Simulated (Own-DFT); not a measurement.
SiC (2H silicon carbide, atoms displaced), SiC (twinned 3C silicon carbide, atoms displaced) (calculated)

A calculation, not a measurement: plane-wave PBE density functional theory by an unreviewed code, no spin, of a simulated periodic cell, stress positive in tension, free energy of the whole cell less one offset for each atom, forces on such cells passed a denser k mesh, this cell's mesh not checked; offsets are fitted by least squares, one for each functional and potential file, so energies compare only between cells with the same atoms and settings and are not formation energies; the far tail of each file's local potential was reset to the Coulomb form; each entry is a single point on an unrelaxed cell, so the pressure reflects the starting lattice, mostly measured values (interpolated for alloys), from which strain is counted, and rises with the displacements; printed positions are rounded, which can move forces by about a meV/angstrom; the program, named Own-DFT, is a retired in-house code; no spin-orbit coupling. Program: Own-DFT development build.

Common to all runs: functional PBE; potential files PseudoDojo norm-conserving, scalar-relativistic, standard set; wave cutoff 42 hartree; occupations Fermi-Dirac; smearing width 0.1 eV.

(1) SiC (2H silicon carbide, atoms displaced)

```cif
# cell vector a (Å): 6.1654 0.0000 0.0000
# cell vector b (Å): -3.0827 5.3394 0.0000
# cell vector c (Å): 0.0000 0.0000 10.0681
data_SiC
_symmetry_space_group_name_H-M 'P 1'
_symmetry_Int_Tables_number 1
_cell_length_a 6.1654
_cell_length_b 6.1654
_cell_length_c 10.0681
_cell_angle_alpha 90.000
_cell_angle_beta 90.000
_cell_angle_gamma 120.000
_cell_volume 331.44
loop_
_atom_site_label
_atom_site_type_symbol
_atom_site_fract_x
_atom_site_fract_y
_atom_site_fract_z
_atom_site_occupancy
Si1 Si 0.99979 0.00601 0.00233 1
Si2 Si 0.16509 0.34169 0.24779 1
C1 C 0.99727 0.00011 0.18771 1
C2 C 0.16756 0.33603 0.43022 1
Si3 Si 0.99844 0.99625 0.50784 1
Si4 Si 0.15897 0.32333 0.74545 1
C3 C 0.00921 0.00412 0.68707 1
C4 C 0.16326 0.32831 0.93461 1
Si5 Si 0.00285 0.48843 0.99778 1
Si6 Si 0.16223 0.83071 0.25131 1
C5 C 0.99693 0.49534 0.18658 1
C6 C 0.17514 0.83751 0.43644 1
Si7 Si 0.00269 0.50309 0.49637 1
Si8 Si 0.17403 0.84045 0.75191 1
C7 C 0.00094 0.49740 0.68902 1
C8 C 0.15672 0.83062 0.93606 1
Si9 Si 0.49185 0.99571 0.00456 1
Si10 Si 0.67644 0.33624 0.25140 1
C9 C 0.50747 0.99865 0.18299 1
C10 C 0.66635 0.33702 0.44369 1
Si11 Si 0.49329 0.99105 0.50383 1
Si12 Si 0.65772 0.32358 0.75038 1
C11 C 0.49210 0.99247 0.68837 1
C12 C 0.66616 0.32936 0.93698 1
Si13 Si 0.50105 0.49955 0.00222 1
Si14 Si 0.65870 0.82489 0.24707 1
C13 C 0.48855 0.48172 0.18991 1
C14 C 0.66596 0.82610 0.43592 1
Si15 Si 0.49208 0.50920 0.50117 1
Si16 Si 0.66664 0.81996 0.74684 1
C15 C 0.50004 0.50496 0.68785 1
C16 C 0.66545 0.83193 0.93698 1
```

Here we set hardware one NVIDIA H100 and k mesh 5 x 5 x 3 centred on Gamma.

The calculation gives: free energy of cell above offsets -4.337 eV; pressure 3.93 GPa; stress xx -2.31 GPa; stress yy -2.51 GPa; stress zz -6.98 GPa; stress yz -0.12 GPa; stress xz -0.31 GPa; stress xy -0.17 GPa; wall time 122.4 s.

Force:
```csv
element,x (eV/Å),y (eV/Å),z (eV/Å)
Si,0.017,-1.286,-0.52
Si,0.577,-1.919,0.235
C,-0.01,-0.135,0.414
C,-0.426,-0.527,1.933
Si,0.18,0.555,-2.996
Si,0.084,1.978,0.971
C,-0.709,-1.344,0.515
C,0.919,0.257,0.135
Si,-1.629,1.202,-0.344
Si,0.474,0.843,-0.865
C,0.1,1.115,-0.339
C,-1.187,-0.461,0.401
Si,-0.211,-0.461,0.881
Si,-0.431,-1.869,0.078
C,-0.617,0.239,-0.449
C,0.747,-0.009,1.011
Si,0.356,0.026,-2.229
Si,-1.289,-1.257,0.607
C,-1.186,-0.14,2.046
C,-0.121,-0.456,-0.76
Si,0.897,1.424,-0.973
Si,0.727,0.924,-0.352
C,1.343,0.269,0.038
C,-0.29,-0.176,0.469
Si,0.172,-0.297,-0.725
Si,0.802,0.096,0.198
C,0.685,1.584,-0.593
C,-0.374,1.378,0.515
Si,1.374,-1.614,-0.529
Si,-0.805,1.983,1.366
C,0.014,-1.924,-0.315
C,-0.184,0,0.176
```

(2) SiC (2H silicon carbide, atoms displaced)

```cif
# cell vector a (Å): 6.1654 0.0000 0.0000
# cell vector b (Å): -3.0827 5.3394 0.0000
# cell vector c (Å): 0.0000 0.0000 10.0681
data_SiC
_symmetry_space_group_name_H-M 'P 1'
_symmetry_Int_Tables_number 1
_cell_length_a 6.1654
_cell_length_b 6.1654
_cell_length_c 10.0681
_cell_angle_alpha 90.000
_cell_angle_beta 90.000
_cell_angle_gamma 120.000
_cell_volume 331.44
loop_
_atom_site_label
_atom_site_type_symbol
_atom_site_fract_x
_atom_site_fract_y
_atom_site_fract_z
_atom_site_occupancy
Si1 Si 0.00077 0.00538 0.00322 1
Si2 Si 0.16517 0.33446 0.25096 1
C1 C 0.99418 0.99654 0.18618 1
C2 C 0.16877 0.33375 0.43558 1
Si3 Si 0.99568 0.00228 0.50227 1
Si4 Si 0.16760 0.32867 0.74410 1
C3 C 0.99696 0.00361 0.69227 1
C4 C 0.16195 0.32535 0.93823 1
Si5 Si 0.00171 0.49841 0.00258 1
Si6 Si 0.16696 0.83708 0.24821 1
C5 C 0.00094 0.49586 0.18578 1
C6 C 0.17129 0.83099 0.43298 1
Si7 Si 0.99933 0.49828 0.49991 1
Si8 Si 0.17253 0.83790 0.75214 1
C7 C 0.00046 0.49779 0.68851 1
C8 C 0.17053 0.83380 0.93932 1
Si9 Si 0.49413 0.99831 0.99797 1
Si10 Si 0.66811 0.34290 0.24578 1
C9 C 0.49491 0.99927 0.18939 1
C10 C 0.67369 0.33408 0.43713 1
Si11 Si 0.49615 0.99815 0.49401 1
Si12 Si 0.66857 0.33092 0.74792 1
C11 C 0.50288 0.99448 0.68695 1
C12 C 0.67236 0.34141 0.93752 1
Si13 Si 0.49709 0.48627 0.00235 1
Si14 Si 0.66293 0.83350 0.24804 1
C13 C 0.49997 0.50498 0.18393 1
C14 C 0.67285 0.83659 0.43381 1
Si15 Si 0.49805 0.49994 0.49955 1
Si16 Si 0.66611 0.82247 0.75234 1
C15 C 0.50228 0.50202 0.68614 1
C16 C 0.66521 0.83307 0.94078 1
```

Settings of this run: hardware one NVIDIA H100 and k mesh 5 x 5 x 3 centred on Gamma.

The calculation gives: free energy of cell above offsets -4.947 eV; pressure 3.57 GPa; stress xx -2.89 GPa; stress yy -2.17 GPa; stress zz -5.64 GPa; stress yz -0.25 GPa; stress xz -0.44 GPa; stress xy -1.11 GPa; wall time 118.7 s.

Force:
```csv
element,x (eV/Å),y (eV/Å),z (eV/Å)
Si,-0.015,-1.271,-0.942
Si,0.357,-0.491,-0.628
C,0.281,0.602,0.794
C,-0.16,-0.08,0.735
Si,1.124,-0.416,-0.52
Si,-0.447,0.971,1.647
C,0.915,-1.162,-1.117
C,0.351,0.981,-0.528
Si,0.235,0.183,-1.03
Si,-0.211,-0.627,-0.191
C,-0.481,0.73,0.634
C,-1.307,0.093,1.01
Si,0.291,0.491,-0.082
Si,-0.139,-0.562,-0.374
C,0.07,0.569,-0.249
C,-0.978,-0.177,-0.07
Si,1.105,0.457,0.492
Si,0.388,-0.995,0.71
C,0.236,0.756,-0.654
C,-1.148,0.113,-0.33
Si,0.861,0.192,0.795
Si,-0.029,-0.142,0.185
C,-0.336,0.272,-0.245
C,0.242,-1.184,-0.159
Si,-1.018,1.661,-1.196
Si,0.128,0.331,-0.19
C,-0.136,-0.621,1.218
C,-0.673,-0.576,0.61
Si,0.851,0.294,-0.532
Si,-0.753,1.221,0.424
C,0.238,-0.956,-0.021
C,0.159,-0.655,-0.195
```

(3) SiC (twinned 3C silicon carbide, atoms displaced)

```cif
# cell vector a (Å): 6.5394 -6.5394 0.0000
# cell vector b (Å): 0.0000 6.5394 -6.5394
# cell vector c (Å): 8.7192 8.7192 8.7192
data_SiC
_symmetry_space_group_name_H-M 'P 1'
_symmetry_Int_Tables_number 1
_cell_length_a 9.2481
_cell_length_b 9.2481
_cell_length_c 15.1021
_cell_angle_alpha 90.000
_cell_angle_beta 90.000
_cell_angle_gamma 120.000
_cell_volume 1118.60
loop_
_atom_site_label
_atom_site_type_symbol
_atom_site_fract_x
_atom_site_fract_y
_atom_site_fract_z
_atom_site_occupancy
Si1 Si 0.99835 0.99712 0.43671 1
C1 C 0.99644 0.00277 0.06239 1
Si2 Si 0.11383 0.22218 0.10226 1
C2 C 0.11050 0.22081 0.22772 1
Si3 Si 0.21574 0.10791 0.27183 1
C3 C 0.22114 0.11497 0.39311 1
Si4 Si 0.00461 0.33736 0.43759 1
C4 C 0.00670 0.33399 0.06291 1
Si5 Si 0.11010 0.55438 0.10771 1
C5 C 0.11307 0.55942 0.22873 1
Si6 Si 0.21229 0.44059 0.27206 1
C6 C 0.22253 0.44834 0.39547 1
Si7 Si 0.99923 0.66738 0.43696 1
C7 C 0.00993 0.67424 0.06339 1
Si8 Si 0.11574 0.89677 0.10663 1
C8 C 0.11319 0.89426 0.23099 1
Si9 Si 0.22333 0.77277 0.26886 1
C9 C 0.22187 0.77729 0.39977 1
Si10 Si 0.33667 0.00304 0.43674 1
C10 C 0.33543 0.00364 0.06579 1
Si11 Si 0.44181 0.22326 0.10337 1
C11 C 0.44585 0.22013 0.22908 1
Si12 Si 0.56122 0.11583 0.26942 1
C12 C 0.55873 0.11890 0.39340 1
Si13 Si 0.33756 0.33501 0.43840 1
C13 C 0.32774 0.33661 0.05901 1
Si14 Si 0.44838 0.55593 0.10767 1
C14 C 0.44201 0.55704 0.23101 1
Si15 Si 0.55899 0.44719 0.27124 1
C15 C 0.55821 0.44456 0.39443 1
Si16 Si 0.33751 0.67101 0.43870 1
C16 C 0.33695 0.66753 0.06268 1
Si17 Si 0.44351 0.88755 0.10555 1
C17 C 0.44988 0.89162 0.23036 1
Si18 Si 0.55396 0.78017 0.26512 1
C18 C 0.55330 0.77437 0.39246 1
Si19 Si 0.66735 0.00246 0.43880 1
C19 C 0.67072 0.00547 0.06296 1
Si20 Si 0.77628 0.22105 0.10357 1
C20 C 0.78189 0.22378 0.22666 1
Si21 Si 0.88969 0.11794 0.27011 1
C21 C 0.88191 0.10453 0.39763 1
Si22 Si 0.66624 0.33237 0.44332 1
C22 C 0.66485 0.33709 0.06200 1
Si23 Si 0.77846 0.54948 0.10436 1
C23 C 0.77524 0.55624 0.22936 1
Si24 Si 0.88829 0.44306 0.27160 1
C24 C 0.88521 0.43946 0.39517 1
Si25 Si 0.66810 0.67312 0.43820 1
C25 C 0.66554 0.66346 0.06152 1
Si26 Si 0.78063 0.89136 0.10121 1
C26 C 0.77702 0.89046 0.22572 1
Si27 Si 0.89344 0.78707 0.26837 1
C27 C 0.89141 0.78055 0.39322 1
Si28 Si 0.00197 0.99402 0.93537 1
C28 C 0.00080 0.00330 0.56334 1
Si29 Si 0.88871 0.77767 0.60302 1
C29 C 0.89182 0.77706 0.72912 1
Si30 Si 0.77709 0.89152 0.76965 1
C30 C 0.77614 0.88620 0.89640 1
Si31 Si 0.99992 0.66107 0.93915 1
C31 C 0.00211 0.67127 0.56272 1
Si32 Si 0.88420 0.44269 0.60590 1
C32 C 0.89465 0.44593 0.72778 1
Si33 Si 0.77819 0.55927 0.76999 1
C33 C 0.77890 0.55443 0.89532 1
Si34 Si 0.98570 0.32531 0.93708 1
C34 C 0.99988 0.33589 0.56166 1
Si35 Si 0.88586 0.10667 0.60029 1
C35 C 0.88467 0.11296 0.72931 1
Si36 Si 0.77907 0.22528 0.77014 1
C36 C 0.77851 0.22267 0.89478 1
Si37 Si 0.66621 0.00215 0.93645 1
C37 C 0.66390 0.00169 0.56337 1
Si38 Si 0.55629 0.77308 0.60501 1
C38 C 0.55529 0.77379 0.73240 1
Si39 Si 0.44672 0.88598 0.76666 1
C39 C 0.43896 0.88854 0.89407 1
Si40 Si 0.66305 0.66188 0.93382 1
C40 C 0.66707 0.65921 0.56205 1
Si41 Si 0.55214 0.44299 0.60571 1
C41 C 0.55734 0.44098 0.72969 1
Si42 Si 0.44391 0.55440 0.77259 1
C42 C 0.44261 0.54933 0.89779 1
Si43 Si 0.66791 0.33310 0.93567 1
C43 C 0.67524 0.33904 0.56235 1
Si44 Si 0.56315 0.11007 0.60228 1
C44 C 0.55705 0.11078 0.72735 1
Si45 Si 0.44417 0.22031 0.76989 1
C45 C 0.44955 0.21773 0.89418 1
Si46 Si 0.33565 0.00099 0.93738 1
C46 C 0.33262 0.99947 0.56243 1
Si47 Si 0.22648 0.77995 0.60764 1
C47 C 0.21812 0.77149 0.73180 1
Si48 Si 0.10819 0.88586 0.77199 1
C48 C 0.11191 0.88505 0.89663 1
Si49 Si 0.33319 0.66905 0.93782 1
C49 C 0.32578 0.66278 0.56371 1
Si50 Si 0.22413 0.44884 0.60543 1
C50 C 0.23147 0.44792 0.72717 1
Si51 Si 0.11165 0.55601 0.76930 1
C51 C 0.10934 0.55667 0.89469 1
Si52 Si 0.33454 0.32996 0.93814 1
C52 C 0.33149 0.33111 0.56127 1
Si53 Si 0.22209 0.11211 0.60533 1
C53 C 0.22160 0.11235 0.72839 1
Si54 Si 0.10764 0.21550 0.77153 1
C54 C 0.10521 0.21746 0.89570 1
```

Settings of this run: k mesh 4 x 4 x 2 centred on Gamma.

The calculation gives: free energy of cell above offsets -16.343 eV; pressure 3.58 GPa; stress xx -3.76 GPa; stress yy -3.56 GPa; stress zz -3.42 GPa; stress yz -0.34 GPa; stress xz -0.19 GPa; stress xy -0.49 GPa.

Force:
```csv
element,x (eV/Å),y (eV/Å),z (eV/Å)
Si,0.467,0.255,-0.585
C,0.814,-1.556,-0.026
Si,-0.413,0.658,0.195
C,0.055,0.505,-0.156
Si,1.25,-0.544,-1.386
C,0.804,0.335,1.117
Si,-0.683,0.168,0.667
C,-1.325,1.293,-0.037
Si,-0.397,-1.384,-1.422
C,-0.509,0.171,1.328
Si,1.285,-1.142,-0.658
C,0.402,-0.32,0.489
Si,0.06,-0.169,0.421
C,-0.68,0.466,1.122
Si,-0.979,-0.194,0.133
C,-0.281,-1.243,0.622
Si,1.308,1.961,-0.622
C,-0.6,-0.921,-1.179
Si,-0.654,0.218,0.001
C,-0.598,-0.792,-0.339
Si,0.482,0.484,-0.237
C,-0.466,0.778,-0.577
Si,-0.296,0.27,0.238
C,0.373,-0.072,1.419
Si,-0.987,-0.139,-0.757
C,1.889,-0.513,1.179
Si,-1.04,-0.165,-0.709
C,-0.378,-0.428,0.539
Si,-0.833,0.207,0.449
C,0.799,0.927,0.291
Si,-0.855,-0.053,0.294
C,0.051,0.646,0.4
Si,0.195,-0.373,-0.669
C,-1.12,0.664,-0.421
Si,1.533,-0.271,1.249
C,0.913,0.961,-0.6
Si,-1.506,-0.312,0.049
C,-1.14,-0.245,0.485
Si,0.494,-0.152,-0.975
C,-0.062,0.931,-0.103
Si,-0.16,-0.963,1.447
C,0.851,-0.46,-1.599
Si,-1.124,-1.143,-2.08
C,-0.161,-1.285,0.791
Si,0.516,1.114,-1.692
C,0.916,-0.67,-0.443
Si,-0.362,0.59,-0.605
C,0.717,0.347,-0.394
Si,-0.786,-1.58,0.338
C,0.55,-0.193,-0.288
Si,-0.629,0.239,0.819
C,0.506,0.446,-0.206
Si,-0.879,-0.073,1.221
C,-0.102,0.349,0.566
Si,-0.127,1.345,0.012
C,-0.491,-0.719,0.527
Si,0.609,-0.134,0.029
C,-0.81,0.864,-0.574
Si,0.756,-0.184,0.608
C,-0.313,-0.216,-0.475
Si,0.062,0.487,-0.82
C,-0.015,-0.195,0.658
Si,1.344,-1.119,-1.539
C,-0.559,1.175,0.483
Si,0.461,-0.903,0.785
C,-0.206,-0.08,-0.168
Si,3.108,-1.057,-1.189
C,0.336,0.1,0.723
Si,1.236,1.325,-0.683
C,-0.009,-1.205,-0.099
Si,-0.267,-0.03,-0.053
C,-1.377,0.407,0.291
Si,-0.218,-0.171,0.835
C,0.097,-2.087,1.068
Si,-0.517,0.42,-0.064
C,-0.423,-0.817,-0.885
Si,0.156,1.657,0.409
C,0.953,-1.03,-0.122
Si,1.183,0.732,0.475
C,0.166,1.377,-0.849
Si,-0.08,-0.968,0.311
C,-0.153,0.666,-0.464
Si,0.342,-0.549,0.547
C,-0.738,0.158,-0.991
Si,0.264,0.468,0.114
C,-1.041,1.341,1.802
Si,-0.947,2.575,-0.427
C,-0.029,-0.023,0.117
Si,-0.031,-0.274,0.173
C,-0.496,1.191,-0.339
Si,-0.209,0.333,0.702
C,0.91,0.038,-0.309
Si,-1.441,0.23,-0.269
C,0.46,-0.088,-1.741
Si,0.629,-0.387,-0.426
C,-0.058,-0.041,-0.187
Si,-0.222,-0.401,0.685
C,1.632,-0.701,-0.989
Si,-1.072,-0.82,0.776
C,-0.797,1.161,1.371
Si,0.595,-0.497,1.069
C,0.018,-0.826,0.966
Si,-1.172,-0.172,-0.311
C,0.724,0.598,-0.003
Si,-0.263,-0.577,-0.171
C,0.27,-0.289,0.943
Si,0.116,0.631,-1.242
C,0.433,-0.344,-0.196
```
